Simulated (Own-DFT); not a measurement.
# Computed records: Hf36O71 (tetragonal hafnia with one neutral oxygen vacancy, atoms displaced)

Computed with Own-DFT development build. A calculation, not a measurement: plane-wave PBE and HSE06 DFT by an unreviewed code, no spin, of a simulated cell at Gamma alone, so results move with cell size and shape, stress positive in tension, energies less offsets, not probed for a lower state with spin; hafnium file: forces about 75 meV/angstrom off all-electron values; oxygen file: force components 24 meV/angstrom off all-electron in a glass; k mesh not checked against a denser one; forces and stress are PBE's, HSE06 gives the energy alone, and its difference from PBE has offsets of its own; offsets are fitted by least squares, one for each functional and potential file, so energies compare only between cells with the same atoms and settings and are not formation energies; the far tail of each file's local potential was reset to the Coulomb form; each entry is a single point on an unrelaxed cell, so the pressure reflects the starting lattice, taken from the Materials Project, from which strain is counted, and rises with the displacements; printed positions are rounded, which can move forces by about a meV/angstrom; the program is a retired in-house code; no spin-orbit coupling.

Settings shared by all entries: first functional PBE; second functional HSE06; exact exchange share 0.25; screening 0.11 1/bohr; exchange divergence Gygi-Baldereschi; potential files PseudoDojo norm-conserving, scalar-relativistic, made for PBE, standard set; wave cutoff 48 hartree; occupations fixed; k mesh 1 x 1 x 1 centred on Gamma.

(1) Hf36O71 (tetragonal hafnia with one neutral oxygen vacancy, atoms displaced)

```
CELL_PARAMETERS angstrom
10.78000 0.00000 0.00000
0.00000 10.78000 0.00000
0.00000 0.00000 10.44930
ATOMIC_POSITIONS crystal
Hf 0.00282 0.99036 0.00100
Hf 0.17241 0.16847 0.24621
O 0.00178 0.16859 0.15412
O 0.16711 0.00180 0.34904
O 0.98887 0.16101 0.41002
O 0.17300 0.00330 0.09830
Hf 0.00043 0.99961 0.50054
Hf 0.16418 0.16776 0.74647
O 0.00311 0.16724 0.65869
O 0.17054 0.00144 0.84943
O 0.00630 0.16694 0.89972
O 0.16167 0.00226 0.60497
Hf 0.99532 0.32507 0.99877
Hf 0.16480 0.50326 0.25563
O 0.99528 0.50068 0.14083
O 0.17212 0.33994 0.34041
O 0.99506 0.50006 0.40394
O 0.16315 0.32394 0.10516
Hf 0.99942 0.33448 0.50228
Hf 0.17595 0.50176 0.75433
O 0.99968 0.49422 0.64848
O 0.16096 0.33063 0.84944
O 0.00594 0.49918 0.89759
O 0.16472 0.33179 0.60415
Hf 0.99715 0.66185 0.99246
Hf 0.16516 0.83707 0.25766
O 0.00183 0.83325 0.15651
O 0.16893 0.67266 0.35743
O 0.99419 0.82873 0.39984
O 0.16552 0.66372 0.09573
Hf 0.99782 0.67204 0.49619
Hf 0.17924 0.83417 0.75067
O 0.00268 0.83715 0.65769
O 0.16518 0.66330 0.85232
O 0.99667 0.83150 0.90034
O 0.17609 0.66136 0.60038
Hf 0.33288 0.00361 0.00596
Hf 0.50075 0.16730 0.24914
O 0.33026 0.16164 0.15263
O 0.49968 0.99369 0.34364
O 0.33513 0.16437 0.39669
O 0.50614 0.00091 0.09617
Hf 0.33572 0.00316 0.49977
Hf 0.50594 0.16704 0.74438
O 0.32997 0.16598 0.65097
O 0.50549 0.00861 0.84874
O 0.33438 0.16519 0.90569
O 0.50008 0.00270 0.59880
Hf 0.32650 0.33105 0.99975
Hf 0.50415 0.49829 0.24593
O 0.33239 0.51199 0.14745
O 0.50502 0.33468 0.35050
O 0.49709 0.33327 0.10020
Hf 0.32945 0.33077 0.50209
Hf 0.50021 0.50437 0.74652
O 0.33840 0.50470 0.65765
O 0.49497 0.32778 0.84728
O 0.32583 0.50015 0.91671
O 0.50494 0.33444 0.59538
Hf 0.33577 0.66427 0.99771
Hf 0.50224 0.83360 0.25230
O 0.32928 0.83667 0.14767
O 0.49655 0.67789 0.34703
O 0.33741 0.83963 0.39833
O 0.49663 0.66733 0.09659
Hf 0.33610 0.66934 0.49604
Hf 0.50052 0.82995 0.74523
O 0.32932 0.83375 0.66096
O 0.50335 0.66967 0.84806
O 0.33443 0.82691 0.89766
O 0.50468 0.66969 0.60169
Hf 0.67174 0.00264 0.99803
Hf 0.83561 0.16110 0.25357
O 0.67199 0.17665 0.15475
O 0.83610 0.00130 0.35196
O 0.65999 0.16364 0.39961
O 0.84025 0.99724 0.10130
Hf 0.67192 0.00495 0.50299
Hf 0.84064 0.16603 0.74011
O 0.66311 0.16332 0.64187
O 0.83128 0.99722 0.84774
O 0.66551 0.16766 0.90343
O 0.83314 0.99042 0.59724
Hf 0.65451 0.33994 0.00565
Hf 0.82385 0.49752 0.25605
O 0.66178 0.50659 0.14987
O 0.83609 0.33439 0.33723
O 0.67247 0.49920 0.39772
O 0.83226 0.32787 0.09642
Hf 0.67434 0.33585 0.50432
Hf 0.82953 0.49390 0.74923
O 0.66615 0.50801 0.65637
O 0.83868 0.33161 0.84084
O 0.66348 0.49802 0.90684
O 0.83424 0.33037 0.59454
Hf 0.66826 0.66142 0.99549
Hf 0.83024 0.83407 0.24193
O 0.66766 0.83478 0.16152
O 0.82861 0.66633 0.34744
O 0.68374 0.83118 0.40092
O 0.83359 0.66713 0.08905
Hf 0.66441 0.66824 0.49467
Hf 0.83571 0.83712 0.75267
O 0.67147 0.83308 0.65588
O 0.83119 0.66660 0.85297
O 0.67061 0.83921 0.89970
O 0.83811 0.66981 0.60664
```

* PBE energy of cell above offsets: -97.196 eV
* HSE06 less PBE above offsets: 0.018 eV
* PBE pressure: 2.05 GPa
* PBE stress xx: -2.16 GPa
* PBE stress yy: -1.65 GPa
* PBE stress zz: -2.34 GPa
* PBE stress yz: 0.58 GPa
* PBE stress xz: 1.11 GPa
* PBE stress xy: -0.03 GPa

Force:
```tsv
element	x (eV/Å)	y (eV/Å)	z (eV/Å)
Hf	0.735	0.751	-0.321
Hf	-1.292	-0.051	-0.227
O	-0.207	-0.399	0.419
O	-0.456	0.225	0.6
O	0.641	1.807	-0.029
O	-1.896	-0.009	0.449
Hf	0.087	-1.687	0.169
Hf	1.28	-0.652	2.034
O	-1.028	0.027	-1.77
O	-0.053	-0.442	0.091
O	-0.769	-1.532	0.145
O	1.15	-0.013	-1.176
Hf	0.292	1.571	0.545
Hf	-0.705	1.639	-2.494
O	0.16	-0.111	1.923
O	0.348	-1.259	2.022
O	0.363	-0.051	-0.512
O	0.763	0.493	-0.947
Hf	0.832	1.064	-0.327
Hf	-2.68	0.14	0.288
O	-0.04	-0.291	0.477
O	1.143	0.519	-0.013
O	-0.612	-0.654	-0.108
O	0.671	-0.03	-1.267
Hf	1.143	-0.806	0.787
Hf	0.671	-0.629	-1.812
O	0.397	0.485	-0.525
O	0.426	-0.907	-0.4
O	0.511	1.425	0.184
O	-0.141	0.268	0.375
Hf	0.034	-1.088	1.992
Hf	-3.413	-0.154	1.919
O	0.634	-0.301	-0.726
O	0.306	0.69	-0.926
O	0.089	0.387	0.535
O	-0.881	0.205	-0.396
Hf	1.044	-1.265	-1.303
Hf	0.89	-0.685	0.148
O	1.638	0.331	-0.273
O	0.208	1.632	0.799
O	-0.011	0.794	0.583
O	-0.271	0.433	0.235
Hf	-0.494	-0.056	0.235
Hf	-1.115	-0.639	1.374
O	0.948	0.333	-0.453
O	-0.269	-1.413	-0.78
O	-0.326	0.702	-0.019
O	-0.158	-0.512	-0.566
Hf	-0.604	-0.645	-0.005
Hf	-2.338	0.693	0.471
O	0.292	-1.373	2.442
O	-0.744	0.329	-0.642
O	-1.085	0.215	0.685
Hf	0.784	0.228	-0.211
Hf	0.532	-0.782	1.082
O	0.099	-0.597	-0.758
O	0.228	1.724	-0.1
O	0.405	-1.189	-2.376
O	-0.525	0.26	-0.016
Hf	-1.502	1.576	1.716
Hf	-1.268	0.84	-2.173
O	0.561	0.033	0.957
O	0.405	-2.878	1.11
O	-0.535	-0.546	1.173
O	1.416	0.092	0.039
Hf	-0.693	-0.364	0.057
Hf	0.923	1.585	1.498
O	2.854	0.288	-2.787
O	0.013	-1.085	-0.268
O	0.156	1.337	0.148
O	-0.951	0.119	-0.594
Hf	-0.66	0.097	-0.463
Hf	0.315	0.609	-1.115
O	-1.109	-0.638	0.172
O	-0.383	-0.567	-0.248
O	0.539	0.92	0.38
O	-0.872	0.167	-0.125
Hf	-0.661	-1.315	-0.844
Hf	-1.529	-0.571	2.528
O	2.027	0.307	0.366
O	0.504	2.063	0.009
O	0.312	1.017	-0.165
O	0.634	1.261	0.441
Hf	2.139	-2.62	-0.586
Hf	2.337	1.078	-1.969
O	0.834	-0.492	-0.267
O	-0.262	-1.019	1.88
O	-0.531	0.071	0.599
O	-0.887	0.693	-0.786
Hf	-2.462	-0.941	-1.778
Hf	2.539	2.218	0.479
O	0.039	-0.871	-0.938
O	-0.219	-0.563	-0.12
O	-0.019	-0.257	-1.083
O	0.049	-0.202	0.513
Hf	0.051	2.119	0.26
Hf	0.951	-0.222	1.507
O	-0.591	-0.091	-1.487
O	0.429	-0.469	-0.188
O	-1.148	0.644	0.902
O	-0.848	0.441	1.195
Hf	1.994	0.979	0.793
Hf	0.261	-1.705	-0.164
O	-1.278	0.048	-0.681
O	-0.381	-0.946	-0.797
O	-0.447	-1.01	0.87
O	-0.67	-0.382	-1.502
```

(2) Hf36O71 (tetragonal hafnia with one neutral oxygen vacancy, atoms displaced)

```
CELL_PARAMETERS angstrom
10.78000 0.00000 0.00000
0.00000 10.78000 0.00000
0.00000 0.00000 10.44930
ATOMIC_POSITIONS crystal
Hf 0.00240 0.99231 0.99584
Hf 0.16545 0.17029 0.24823
O 0.00270 0.16351 0.15203
O 0.16486 0.99636 0.34931
O 0.99816 0.16375 0.40321
O 0.17190 0.99587 0.09874
Hf 0.00060 0.99883 0.49811
Hf 0.16200 0.16398 0.74834
O 0.99497 0.16245 0.65350
O 0.16456 0.99693 0.84436
O 0.00004 0.16928 0.90237
O 0.16751 0.00235 0.59546
Hf 0.99728 0.32945 0.99746
Hf 0.16820 0.50131 0.24979
O 0.00046 0.49853 0.14984
O 0.16692 0.33594 0.34616
O 0.99626 0.50022 0.40257
O 0.16172 0.33430 0.10071
Hf 0.99929 0.33430 0.50251
Hf 0.16755 0.49604 0.75115
O 0.99807 0.49857 0.65129
O 0.16762 0.33068 0.84456
O 0.99776 0.49829 0.90216
O 0.17001 0.33212 0.59683
Hf 0.99799 0.66747 0.00013
Hf 0.17094 0.83758 0.24924
O 0.99782 0.82821 0.15190
O 0.16379 0.66665 0.34646
O 0.00221 0.82917 0.40525
O 0.16534 0.66548 0.09808
Hf 0.99783 0.65903 0.50496
Hf 0.16062 0.84171 0.74953
O 0.99919 0.82534 0.65406
O 0.16481 0.66997 0.84607
O 0.99962 0.83794 0.89884
O 0.16145 0.67214 0.59670
Hf 0.33334 0.00006 0.00087
Hf 0.49964 0.16287 0.25439
O 0.33624 0.16825 0.15213
O 0.50026 0.99840 0.34748
O 0.33398 0.17042 0.40301
O 0.50101 0.99671 0.09621
Hf 0.33344 0.00452 0.49333
Hf 0.50178 0.16699 0.74633
O 0.33023 0.16577 0.65354
O 0.49694 0.00086 0.84669
O 0.33920 0.16435 0.90151
O 0.49786 0.00050 0.60075
Hf 0.32905 0.32996 0.00347
Hf 0.49788 0.49793 0.25031
O 0.33232 0.50199 0.15198
O 0.49865 0.33604 0.34925
O 0.33327 0.49875 0.40642
O 0.50165 0.33682 0.09776
Hf 0.33087 0.33440 0.49802
Hf 0.50147 0.50056 0.75116
O 0.33410 0.49692 0.65207
O 0.50135 0.33202 0.84810
O 0.33465 0.49518 0.90347
O 0.50044 0.33171 0.59473
Hf 0.33917 0.66742 0.00111
Hf 0.49838 0.83601 0.24850
O 0.33400 0.83026 0.15129
O 0.49902 0.66932 0.34477
O 0.34119 0.84057 0.40063
O 0.50221 0.66721 0.09440
Hf 0.33412 0.67199 0.49532
Hf 0.50037 0.83356 0.74915
O 0.33074 0.83251 0.65165
O 0.49781 0.66359 0.84980
O 0.33023 0.83507 0.90178
O 0.49498 0.66124 0.60011
Hf 0.67260 0.99839 0.99433
Hf 0.83216 0.16837 0.25265
O 0.66796 0.16887 0.15081
O 0.83186 0.99695 0.34765
O 0.66999 0.16589 0.40461
O 0.83000 0.00051 0.09493
Hf 0.66535 0.99831 0.50112
Hf 0.83773 0.16872 0.75021
O 0.83258 0.00485 0.84737
O 0.66906 0.16674 0.90188
O 0.83451 0.00238 0.59488
Hf 0.66766 0.33402 0.00034
Hf 0.83183 0.49868 0.25294
O 0.66878 0.50549 0.15507
O 0.83654 0.33058 0.34953
O 0.66589 0.49887 0.40189
O 0.83775 0.33208 0.09554
Hf 0.66751 0.33215 0.49863
Hf 0.83304 0.50109 0.74905
O 0.66506 0.50375 0.65373
O 0.83615 0.33177 0.84881
O 0.67191 0.50425 0.90537
O 0.83939 0.33279 0.60170
Hf 0.66657 0.66474 0.00103
Hf 0.83967 0.83385 0.24976
O 0.66606 0.83640 0.15685
O 0.83463 0.66421 0.34553
O 0.66797 0.83601 0.40073
O 0.83758 0.66319 0.09422
Hf 0.66706 0.66307 0.49739
Hf 0.83555 0.82801 0.74676
O 0.66677 0.83591 0.65311
O 0.82949 0.67204 0.84669
O 0.66519 0.83358 0.89768
O 0.83347 0.66344 0.59850
```

* PBE energy of cell above offsets: -100.788 eV
* HSE06 less PBE above offsets: -0.124 eV
* PBE pressure: 1.02 GPa
* PBE stress xx: -0.23 GPa
* PBE stress yy: -1.12 GPa
* PBE stress zz: -1.72 GPa
* PBE stress yz: -0.7 GPa
* PBE stress xz: 0.44 GPa
* PBE stress xy: -0.07 GPa

Force:
```tsv
element	x (eV/Å)	y (eV/Å)	z (eV/Å)
Hf	-0.706	1.904	1.018
Hf	-0.234	-0.087	0.095
O	-0.376	-0.095	0.301
O	0.32	1.19	-0.254
O	0.369	0.611	-0.02
O	-1.058	-0.014	-0.013
Hf	-0.362	-0.442	-0.155
Hf	0.896	0.355	-0.188
O	1.564	0.228	-0.444
O	-0.276	1.804	1.064
O	0.393	-1.488	-0.249
O	-0.435	-0.13	0.133
Hf	0.261	1.147	0.384
Hf	-0.901	0.676	-0.602
O	-0.201	0.185	0.767
O	-0.039	-0.618	0.274
O	0.131	-0.847	0.067
O	0.88	-0.459	-0.283
Hf	0.493	-0.142	-0.56
Hf	0.501	1.347	0.153
O	0.52	-0.073	0.048
O	-0.022	-0.121	0.374
O	-0.023	0.339	-0.26
O	-1.392	-0.021	0.088
Hf	1.422	-0.91	-0.156
Hf	-0.85	-1.433	-0.115
O	1.148	0.775	-0.533
O	0.768	0.316	-0.033
O	-0.398	0.401	-0.104
O	0.338	0.131	-0.37
Hf	0.962	1.156	-0.773
Hf	1.604	-2.904	-0.788
O	-0.502	0.781	-0.318
O	-0.109	-0.55	-0.234
O	-0.243	-1.09	-0.031
O	1.146	-0.742	-0.491
Hf	1.426	-0.146	-0.752
Hf	0.592	0.811	-1.062
O	-0.482	0.025	0.334
O	-0.028	0.949	0.367
O	0.048	-0.621	-0.751
O	-0.156	0.275	0.224
Hf	-0.05	-0.197	1.769
Hf	-0.086	-0.043	0.374
O	0.284	0.03	-0.037
O	0.327	-0.194	-0.362
O	-0.802	0.345	0.504
O	0.368	0.41	-0.691
Hf	0.714	0.101	-0.654
Hf	0.226	0.235	-0.306
O	0.317	-0.13	0.246
O	0.299	-0.834	-0.293
O	0.037	0.785	-0.698
O	-0.284	0.202	0.064
Hf	0.679	0.429	0.938
Hf	-1.092	-0.413	-0.044
O	-0.33	-0.016	0.384
O	0.434	0.232	-0.288
O	-0.326	0.434	0.239
O	0.407	-0.487	0.041
Hf	-1.454	-0.148	-0.823
Hf	1.002	-0.313	-0.385
O	0.039	-0.112	0.052
O	-0.115	-0.589	0.292
O	-0.564	-0.91	-0.352
O	-0.113	-0.051	0.554
Hf	-0.803	-0.205	1.128
Hf	-0.639	0.274	0.304
O	0.248	0.033	-0.083
O	0.048	0.53	-0.088
O	0.322	-0.168	0.37
O	0.938	0.448	-0.689
Hf	-1.013	0.068	0.139
Hf	0.371	-0.949	-0.689
O	-0.431	0.17	0.711
O	0.375	0.625	-0.326
O	-0.334	0.155	0.173
O	1.491	-0.263	0.153
Hf	0.54	-0.414	0.399
Hf	-1.859	-0.261	0.171
O	0.292	-1.128	-0.214
O	-0.234	0.333	-0.257
O	-0.397	-0.003	0.077
Hf	-0.223	-0.583	-0.217
Hf	1.116	0.264	-0.842
O	-0.429	-0.344	-0.048
O	-0.289	0.461	0.166
O	0.185	0.088	0.061
O	-1.058	-0.079	0.608
Hf	-0.176	-0.263	0.814
Hf	0.001	-0.243	0.761
O	0.614	-0.231	-0.287
O	-0.277	0.645	-0.235
O	-0.052	-0.976	-0.387
O	-1.375	-0.007	-0.32
Hf	0.5	0.981	0.106
Hf	-1.522	-0.173	0.459
O	0.658	-0.448	-0.437
O	-0.407	0.327	0.279
O	-0.215	-1.056	0.72
O	-1.079	0.267	0.269
Hf	-0.57	0.963	0.183
Hf	-0.921	1.503	0.182
O	0.026	-0.329	-0.476
O	0.504	-1.03	0.029
O	-0.053	-0.295	0.524
O	-0.781	0.082	0.137
```

(3) Hf36O71 (tetragonal hafnia with one neutral oxygen vacancy, atoms displaced)

```
CELL_PARAMETERS angstrom
10.78000 0.00000 0.00000
0.00000 10.78000 0.00000
0.00000 0.00000 10.44930
ATOMIC_POSITIONS crystal
Hf 0.01233 0.98904 0.00560
Hf 0.17748 0.16504 0.25547
O 0.99660 0.16686 0.15357
O 0.16591 0.99895 0.33686
O 0.99637 0.16757 0.41957
O 0.15429 0.98533 0.10636
Hf 0.00904 0.01278 0.48893
Hf 0.16103 0.18146 0.75567
O 0.00509 0.15667 0.64725
O 0.18446 0.99309 0.83640
O 0.00519 0.15837 0.91946
O 0.16080 0.99304 0.59050
Hf 0.00535 0.32836 0.00095
Hf 0.16391 0.50481 0.25319
O 0.00433 0.49184 0.16503
O 0.16748 0.33814 0.35569
O 0.98962 0.50571 0.40134
O 0.17051 0.33352 0.08829
Hf 0.00880 0.33936 0.50039
Hf 0.16682 0.48447 0.75115
O 0.00741 0.50693 0.64354
O 0.15917 0.33160 0.85696
O 0.99208 0.49995 0.89849
O 0.16933 0.34725 0.59058
Hf 0.00533 0.67351 0.01057
Hf 0.15750 0.83154 0.25611
O 0.01775 0.84256 0.15328
O 0.17305 0.66328 0.34044
O 0.00080 0.82284 0.41217
O 0.17886 0.65847 0.10670
Hf 0.00438 0.67039 0.49971
Hf 0.16975 0.82720 0.73872
O 0.98694 0.84724 0.65580
O 0.17634 0.65480 0.85191
O 0.00419 0.83385 0.89304
O 0.15948 0.65743 0.58569
Hf 0.33943 0.00096 0.01001
Hf 0.49584 0.14988 0.24860
O 0.33713 0.17004 0.15465
O 0.51000 0.01340 0.36492
O 0.33332 0.16655 0.39895
O 0.49199 0.00841 0.09484
Hf 0.32760 0.98817 0.49936
Hf 0.49190 0.17607 0.75657
O 0.34832 0.17313 0.65007
O 0.49901 0.98671 0.86085
O 0.34786 0.16331 0.90151
O 0.49832 0.00651 0.59816
Hf 0.33828 0.33704 0.00497
Hf 0.49325 0.49677 0.25777
O 0.32608 0.49533 0.14697
O 0.50340 0.33874 0.35730
O 0.33381 0.49797 0.39535
O 0.50078 0.33299 0.08710
Hf 0.33174 0.34498 0.50236
Hf 0.50609 0.49349 0.74649
O 0.32772 0.49060 0.64348
O 0.50238 0.30979 0.84989
O 0.34879 0.48848 0.89639
O 0.50276 0.33197 0.59730
Hf 0.32555 0.66980 0.00285
Hf 0.49499 0.83062 0.23781
O 0.35017 0.83214 0.14816
O 0.49717 0.65533 0.34831
O 0.33505 0.84074 0.39918
O 0.50863 0.67419 0.09358
Hf 0.32797 0.67424 0.49146
Hf 0.49917 0.83989 0.74413
O 0.49547 0.68410 0.84417
O 0.34360 0.82672 0.89682
O 0.49233 0.66830 0.60444
Hf 0.66322 0.00510 0.99782
Hf 0.83020 0.18097 0.25814
O 0.67403 0.15961 0.15978
O 0.83474 0.98801 0.34232
O 0.66284 0.16269 0.38478
O 0.82774 0.98237 0.08482
Hf 0.66732 0.99905 0.49142
Hf 0.83908 0.16360 0.74623
O 0.66131 0.16013 0.63974
O 0.82958 0.99336 0.84980
O 0.67755 0.17210 0.89409
O 0.83735 0.00232 0.59997
Hf 0.66099 0.32997 0.99335
Hf 0.82669 0.50537 0.26551
O 0.66663 0.50189 0.16044
O 0.83953 0.34177 0.35161
O 0.68057 0.49069 0.39702
O 0.82085 0.33732 0.10162
Hf 0.67193 0.32635 0.50132
Hf 0.83108 0.50039 0.74840
O 0.66656 0.49925 0.65388
O 0.84015 0.33625 0.84823
O 0.66331 0.50083 0.90220
O 0.83135 0.34040 0.58953
Hf 0.65874 0.66887 0.99070
Hf 0.83699 0.83055 0.25527
O 0.66571 0.84137 0.13877
O 0.83981 0.66673 0.33307
O 0.66299 0.83874 0.40245
O 0.81619 0.65934 0.08668
Hf 0.65894 0.67228 0.50243
Hf 0.82839 0.81604 0.75610
O 0.65576 0.85104 0.65463
O 0.83604 0.65767 0.85266
O 0.66381 0.82361 0.91772
O 0.83521 0.66852 0.59087
```

* PBE energy of cell above offsets: -84.472 eV
* HSE06 less PBE above offsets: 0.773 eV
* PBE pressure: 6.14 GPa
* PBE stress xx: -4.92 GPa
* PBE stress yy: -7.54 GPa
* PBE stress zz: -5.96 GPa
* PBE stress yz: 0.13 GPa
* PBE stress xz: -2.11 GPa
* PBE stress xy: -0.44 GPa

Force:
```tsv
element	x (eV/Å)	y (eV/Å)	z (eV/Å)
Hf	-5.193	1.137	-2.231
Hf	-0.995	2.175	-0.762
O	0.86	0.193	1.549
O	-0.402	0.03	1.708
O	0.064	3.251	-3.248
O	5.878	1.459	0.458
Hf	-3.335	-4.847	3.45
Hf	1.825	-4.733	-0.84
O	0.909	1.695	1.609
O	-0.742	1.12	0.131
O	0.689	0.397	-2.435
O	2.079	-0.456	0.158
Hf	-2.856	1.17	1.535
Hf	0.421	-2.386	-0.911
O	-0.684	0.738	-1.474
O	-0.654	-1.072	-0.716
O	1.331	-0.205	0.721
O	-0.184	-0.707	1.377
Hf	-2.38	1.642	-0.951
Hf	-0.374	3.207	-0.288
O	-1	-1.225	1.474
O	0.205	0.134	-0.584
O	1.358	0.414	1.157
O	-0.965	-1.64	2.666
Hf	-2.167	-2.137	-1.849
Hf	2.967	-0.098	0.474
O	-4.755	-2.756	-0.85
O	0.12	1.707	1.722
O	1.094	3.32	-3.06
O	-3.088	1.413	0.168
Hf	-2.678	-2.651	0.824
Hf	-1.009	0.976	0.949
O	2.221	-1.917	0.35
O	-0.251	0.62	-0.487
O	0.39	-1.747	1.674
O	3.125	1.567	1.467
Hf	-2.582	-0.823	-4.362
Hf	2.636	3.027	1.424
O	-1.957	-0.674	-0.859
O	-1.68	-3.147	-1.914
O	-1.073	-0.297	-0.055
O	2.385	0.307	2.832
Hf	2.297	3.841	2.266
Hf	2.213	-7.794	-4.139
O	-5.076	0.577	-0.293
O	0.428	2.008	-0.227
O	-1.829	0.194	1.216
O	-1.56	-1.747	-0.434
Hf	0.012	-0.449	-0.528
Hf	1.726	-1.615	-2.284
O	1.436	-0.057	0.376
O	-0.483	-1.045	-1.005
O	-0.392	1.258	0.384
O	0.143	-0.127	1.659
Hf	2.681	-1.907	-0.992
Hf	-1.675	1.034	0.93
O	1.123	0.64	1.027
O	0.785	8.583	2.75
O	-0.19	0.948	-0.195
O	0.162	1.322	0.905
Hf	3.676	-0.716	-2.69
Hf	5.769	-0.977	1.817
O	-5.276	0.298	-1.332
O	0.175	2.862	0.919
O	0.147	-2.23	-1.202
O	-3.235	-0.297	1.471
Hf	0.872	-1.458	0.991
Hf	-1.996	0.278	0.822
O	0.743	-3.781	-0.568
O	-2.233	1.017	1.016
O	0.342	-0.179	-1.476
Hf	2.236	-1.202	-0.551
Hf	0.174	-0.595	-1.636
O	-1.847	-0.452	-1.936
O	0.683	2.239	0.763
O	1.779	1.454	1.704
O	2.49	0.003	0.739
Hf	0.429	2.105	2.918
Hf	-2.689	-2.225	0.193
O	1.501	1.071	0.871
O	-0.276	0.472	-1.324
O	-0.08	-1.06	0.386
O	-0.198	1.065	-1.68
Hf	2.191	1.041	1.295
Hf	-0.602	-2.237	-4.309
O	-1.862	-0.262	0.2
O	0.444	-2.508	0.657
O	-1.071	2.401	2.301
O	1.516	-0.843	-0.353
Hf	-1.893	-0.949	-1.092
Hf	1.716	-0.947	0.578
O	-0.093	0.633	-0.601
O	0.201	-0.736	-1.106
O	-0.916	-1.479	-1.562
O	1.984	-0.399	1.494
Hf	0.231	-2.391	1.845
Hf	-2.121	1.297	-3.385
O	-1.138	0.079	3.207
O	-0.322	2.337	2.399
O	0.111	-3.107	-0.585
O	4.643	0.956	1.209
Hf	0.168	-0.865	-0.409
Hf	0.278	3.54	-0.546
O	2.788	-1.814	-0.692
O	-0.067	0.609	-1.016
O	1.054	3.957	-3.681
O	-1.773	0.154	0.52
```
